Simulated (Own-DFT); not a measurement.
# Response to strain: wurtzite AlGaN with randomly placed atoms, 72 atoms (Al27Ga9N36)

These are calculations, not measurements. The program, named Own-DFT, is a retired in-house plane-wave density functional code that no person has reviewed. Each row is one single-point run on a periodic cell that was not relaxed, without spin or spin-orbit coupling.

Settings of every run: PBE; PseudoDojo norm-conserving scalar-relativistic files; cutoff 42 hartree; 4 x 4 x 3 k mesh centred on Gamma; Fermi-Dirac smearing of 0.1 eV.

Known limits: forces on such cells passed a denser k mesh, each cell not checked; stress not checked against mesh or cutoff.

Unstrained cell vectors in Å: (9.394, 0.000, 0.000); (-4.697, 8.135, 0.000); (0.000, 0.000, 10.066). The unstrained cell has measured lattice constants (interpolated for alloys), not those of this functional. That, the random moves and any unrelaxed bonds set the pressure at no strain. Each run strains this cell uniformly, with the atoms carried along. Every atom was also moved at random, by a Gaussian of width 0.05 Å on each axis. The random placing of the alloy's atoms differs from row to row. Strain is the symmetric tensor, in per cent. Stress is positive in tension, and the pressure is minus a third of its trace.

| run | e_xx (%) | e_yy (%) | e_zz (%) | s_xx (GPa) | s_yy (GPa) | s_zz (GPa) | P (GPa) | E (meV/atom) |
|---|---|---|---|---|---|---|---|---|
| 1 | 1.00 | 1.00 | 0.00 | -0.36 | -0.98 | -6.97 | 2.77 | 12.2 |
| 2 | -1.50 | -1.50 | 0.00 | -15.71 | -16.31 | -8.78 | 13.60 | 40.9 |
| 3 | 3.00 | 3.00 | 0.00 | 8.01 | 9.03 | -3.78 | -4.42 | 27.9 |
| 4 | -0.50 | -0.50 | 0.00 | -10.32 | -8.39 | -6.48 | 8.40 | 5.0 |
| 5 | -1.75 | -1.75 | 0.00 | -17.32 | -17.07 | -9.48 | 14.63 | 44.4 |
| 6 | -1.00 | -1.00 | 0.00 | -13.28 | -10.30 | -10.43 | 11.34 | 34.7 |
| 7 | 1.75 | 1.75 | 0.00 | 3.41 | 3.13 | -5.17 | -0.46 | 0.0 |
| 8 | 2.75 | 2.75 | 0.00 | 6.11 | 7.35 | -2.12 | -3.78 | 20.3 |
| 9 | 0.25 | 0.25 | 0.00 | ? | ? | ? | ? | ? |

E is the free energy for each atom above the lowest run shown.

## Worked fit

The change of volume is close to e_xx + e_yy + e_zz. A straight line through the runs shown gives P = 7.21 - 201 x (fractional change of volume) GPa, with an error of 6 on the slope and a scatter of 0.57 GPa. The strain isn't the same on all axes and the cell isn't cubic, so the slope belongs to this path and is not the bulk modulus.

## Withheld run

Question: what pressure should run 9 give? Its volume changes by 0.50 %.

The line gives 6.2 GPa. The calculation gave 5.05 GPa.
